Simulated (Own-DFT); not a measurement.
# Response to strain: grey tin, 32 atoms (Sn32)

Calculated results; nothing here was measured. They come from Own-DFT, an in-house plane-wave density functional program, since retired, whose code no person has reviewed. Each row is one single-point run on a periodic cell that was not relaxed, without spin or spin-orbit coupling.

Settings of every run: PBE; PseudoDojo norm-conserving scalar-relativistic files; cutoff 42 hartree; 3 x 3 x 5 k mesh centred on Gamma; cold (Marzari-Vanderbilt) smearing of 0.2 eV.

Known limits: forces on such cells failed a check on a denser k mesh; stress not checked against mesh or cutoff.

Unstrained cell vectors in Å: (12.978, 0.000, 0.000); (0.000, 12.978, 0.000); (0.000, 0.000, 6.489). The unstrained cell has measured lattice constants (interpolated for alloys), not those of this functional. That, the random moves and any unrelaxed bonds set the pressure at no strain. Each run strains this cell uniformly, with the atoms carried along. Every atom was also moved at random, by a Gaussian of width 0.05 Å on each axis. Strain is the symmetric tensor, in per cent. Stress is positive in tension, and the pressure is minus a third of its trace.

| run | e_xx (%) | e_yy (%) | e_zz (%) | s_xx (GPa) | s_yy (GPa) | s_zz (GPa) | P (GPa) | E (meV/atom) |
|---|---|---|---|---|---|---|---|---|
| 1 | -3.00 | -3.00 | 0.00 | -7.82 | -7.70 | -6.68 | 7.40 | 107.5 |
| 2 | 0.50 | 0.50 | 0.00 | -3.04 | -3.04 | -3.09 | 3.06 | 11.9 |
| 3 | 2.00 | 2.00 | 0.00 | -1.50 | -1.51 | -2.06 | 1.69 | 0.0 |
| 4 | 1.50 | 1.50 | 0.00 | -2.07 | -2.24 | -2.68 | 2.33 | 25.2 |
| 5 | -1.75 | -1.75 | 0.00 | -5.83 | -5.80 | -5.27 | 5.63 | 59.7 |
| 6 | -0.75 | -0.75 | 0.00 | -4.45 | -4.40 | -4.24 | 4.36 | 29.8 |
| 7 | -0.25 | -0.25 | 0.00 | -3.90 | -3.86 | -3.88 | 3.88 | 30.4 |
| 8 | -2.25 | -2.25 | 0.00 | ? | ? | ? | ? | ? |

E is the free energy for each atom above the lowest run shown.

## Worked fit

The change of volume is close to e_xx + e_yy + e_zz. A straight line through the runs shown gives P = 3.79 - 56 x (fractional change of volume) GPa, with an error of 3 on the slope and a scatter of 0.25 GPa. The strain isn't the same on all axes, but the crystal is cubic, so the slope still estimates the bulk modulus, averaged over pressures from 1.7 to 7.4 GPa.

## Withheld run

Question: what pressure should run 8 give? Its volume changes by -4.45 %.

The line gives 6.3 GPa. The calculation gave 6.25 GPa.
